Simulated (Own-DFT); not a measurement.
# Which defects push the lattice out? C11b WSi2

Calculated, not measured: single-point runs of Own-DFT, a retired in-house plane-wave DFT program that no person has reviewed, on unrelaxed cells, without spin or spin-orbit coupling.

All runs used: PBE; PseudoDojo norm-conserving scalar-relativistic files; cutoff 50 hartree; 5 x 5 x 5 k mesh centred on Gamma; cold (Marzari-Vanderbilt) smearing of 0.2 eV.

Known weak points: forces on such cells failed a check on a denser k mesh; stress not checked against mesh or cutoff.

All runs share one cell, with vectors in Å (-2.148, -5.953, 3.409); (-6.444, 2.976, 1.136); (-2.553, -2.948, -6.757) and a volume of 403.2 Å³. The atoms are randomly displaced, by u rms on each axis. The defect's site can differ from row to row.

| cell | formula | u (Å) | P (GPa) |
|---|---|---|---|
| no defect | Si20W10 | 0.0184 | 4.41 |
| no defect | Si20W10 | 0.0188 | 4.42 |
| no defect | Si20W10 | 0.0527 | 6.44 |
| one Si on a W site | Si21W9 | 0.0327 | 6.35 |
| one Si on a W site | Si21W9 | 0.0573 | 7.51 |
| one Si on a W site | Si21W9 | 0.0595 | 7.50 |
| one W on a Si site | Si19W11 | 0.0263 | 9.71 |
| one W on a Si site | Si19W11 | 0.0300 | 9.78 |
| one W on a Si site | Si19W11 | 0.0480 | 11.65 |
| one Si vacancy | Si19W10 | 0.0293 | 2.97 |
| one Si vacancy | Si19W10 | 0.0330 | ? |
| one Si vacancy | Si19W10 | 0.0460 | 3.57 |
| one Si vacancy | Si19W10 | 0.0538 | 5.49 |

## Working it out

P = P0 + c u² + a shift for each defect gives P0 = 4.12 GPa, c = 840 ± 141 GPa/Å² and a scatter of 0.47 GPa. The shifts, and each times the cell's volume:

- one W on a Si site: 5.17 ± 0.39 GPa, 13.0 eV
- one Si on a W site: 0.79 ± 0.44 GPa, 2.0 eV (not resolved)
- one Si vacancy: -1.75 ± 0.40 GPa, -4.4 eV

A positive shift means that the defect pushes the cell outwards. Shift times volume (160.2 GPa Å³ is 1 eV) depends little on the cell's size, so, taken for each site, it can be compared between cells at like pressure. The atoms around the defects weren't relaxed, which would change these numbers.

## Check

The question: what pressure belongs in the blank (one Si vacancy, u = 0.0330 Å)?

Estimate: 3.28 ± 0.56 GPa. DFT gave 3.95 GPa.
